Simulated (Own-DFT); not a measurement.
# Strain and stress in wurtzite GaN, 96 atoms (Ga48N48)

Calculated results; nothing here was measured. They come from Own-DFT, an in-house plane-wave density functional program, since retired, whose code no person has reviewed. Each row is one single-point run on a periodic cell that was not relaxed, without spin or spin-orbit coupling.

Settings of every run: PBE; PseudoDojo norm-conserving scalar-relativistic files (stringent for Ga); cutoff 96 hartree; 3 x 4 x 3 k mesh centred on Gamma; Gaussian smearing of 0.01 eV.

Known limits: forces on such cells passed a denser k mesh, each cell not checked; stress not checked against mesh or cutoff.

Unstrained cell vectors in Å: (12.756, 0.000, 0.000); (-4.783, 8.285, 0.000); (0.000, 0.000, 10.370). The unstrained cell has measured lattice constants (interpolated for alloys), not those of this functional. That, the random moves and any unrelaxed bonds set the pressure at no strain. Each run strains this cell uniformly, with the atoms carried along. Every atom was also moved at random, by a Gaussian of width 0.05 Å on each axis. Strain is the symmetric tensor, in per cent. Stress is positive in tension, and the pressure is minus a third of its trace.

| run | e_xx (%) | e_yy (%) | e_zz (%) | e_yz (%) | e_xz (%) | e_xy (%) | s_xx (GPa) | s_yy (GPa) | s_zz (GPa) | s_yz (GPa) | s_xz (GPa) | s_xy (GPa) | P (GPa) | E (meV/atom) |
|---|---|---|---|---|---|---|---|---|---|---|---|---|---|---|
| 1 | -1.47 | 1.42 | 1.10 | -1.35 | 0.86 | -1.96 | -10.10 | -3.13 | -3.04 | -3.11 | 1.44 | -5.13 | 5.42 | 14.8 |
| 2 | 0.44 | 1.57 | -1.58 | 0.24 | -0.33 | -1.93 | -5.24 | -1.73 | -12.24 | 0.56 | -1.23 | -5.51 | 6.40 | 13.2 |
| 3 | 1.58 | 1.13 | -0.73 | -0.31 | -1.87 | 1.82 | 0.76 | -2.33 | -12.73 | -1.62 | -3.98 | 5.34 | 4.77 | 33.3 |
| 4 | 0.63 | 0.53 | -0.11 | -1.51 | 1.32 | 1.40 | -5.44 | -3.49 | -6.45 | -2.52 | 2.41 | 4.58 | 5.13 | 4.6 |
| 5 | 0.82 | 0.03 | 1.34 | -1.85 | 0.78 | -0.14 | -1.05 | -6.50 | -2.21 | -3.70 | 1.43 | -1.45 | 3.25 | 6.7 |
| 6 | -0.34 | 1.24 | -0.47 | -1.98 | 1.27 | -1.84 | -9.13 | -2.79 | -8.71 | -4.13 | 1.76 | -7.26 | 6.88 | 21.8 |
| 7 | -0.45 | -1.98 | 1.20 | -1.91 | 1.83 | -0.76 | -10.04 | -15.98 | -4.61 | -3.59 | 3.97 | -3.77 | 10.21 | 33.4 |
| 8 | -1.41 | -1.25 | -0.69 | 0.08 | -1.87 | 0.80 | -14.49 | -14.57 | -13.44 | -0.12 | -4.09 | 2.48 | 14.17 | 24.1 |
| 9 | 0.31 | 1.49 | -0.68 | -1.72 | -0.74 | -1.95 | -3.96 | -2.12 | -8.76 | -3.61 | -1.58 | -5.45 | 4.95 | 7.9 |
| 10 | -0.90 | 0.56 | -1.88 | -1.83 | 0.02 | -1.88 | -12.11 | -8.26 | -16.79 | -5.02 | -0.37 | -5.20 | 12.39 | 40.8 |
| 11 | -1.94 | 1.83 | 1.64 | 0.79 | -0.67 | 1.16 | -12.06 | -0.67 | -0.58 | 1.22 | -0.54 | 4.11 | 4.44 | 7.9 |
| 12 | 1.66 | 0.62 | -0.90 | -1.07 | -0.87 | 0.34 | 0.84 | -4.21 | -11.01 | -2.46 | -1.92 | 1.20 | 4.79 | 5.7 |
| 13 | -0.91 | 0.41 | -0.89 | -1.52 | -1.61 | -0.63 | -12.80 | -6.35 | -11.49 | -2.97 | -4.08 | -2.56 | 10.21 | 24.6 |
| 14 | 0.61 | 0.36 | 1.41 | -0.77 | -1.98 | 0.29 | -3.59 | -2.57 | -2.02 | -1.25 | -4.19 | 0.84 | 2.73 | 0.0 |
| 15 | 0.00 | 1.71 | 1.20 | -1.77 | 1.40 | -0.43 | -3.95 | -0.54 | -0.98 | -3.47 | 2.82 | -1.04 | 1.82 | 7.0 |
| 16 | 1.52 | -0.69 | 0.26 | -1.73 | -1.92 | 1.10 | ? | ? | ? | ? | ? | ? | ? | ? |

E is the free energy for each atom above the lowest run shown.

## Worked fit

Each stress component was fitted by least squares to a constant and the strains of the runs shown, as fractions, with shears doubled. Shear strains stay in the fit of a normal stress only where such slopes are resolved. The slopes, in GPa:

```
stress  at no strain  per e_xx  per e_yy  per e_zz  scatter
  s_xx          -7.1  445 ± 25  102 ± 25  103 ± 23     1.01
  s_yy          -7.5  105 ± 24  409 ± 24   72 ± 22     0.96
  s_zz          -8.2   26 ± 29   95 ± 29  429 ± 27     1.18
```

Each shear stress against twice its own strain: yz 105 ± 12, xz 104 ± 5, xy 154 ± 11 GPa. These are stiffnesses along x, y and z of the frame in which the cell vectors are given, which need not be the crystal's axes. The atoms are held to the strained lattice; where symmetry lets them move under strain, relaxing them would lower some slopes. The table should be nearly symmetric about its diagonal, and what it lacks of that shows the noise. A ninth of its sum, 199 ± 6 GPa, estimates the bulk modulus near the mean pressure of these runs, 6.5 GPa, so it lies above the value at zero pressure.

## Withheld run

Question: what normal stresses and pressure should run 16 give?

The fit gives s_xx = -0.8, s_yy = -8.6, s_zz = -7.4 and P = 5.6 GPa. The calculation gave -1.64, -9.91, -5.69 and P = 5.75 GPa.
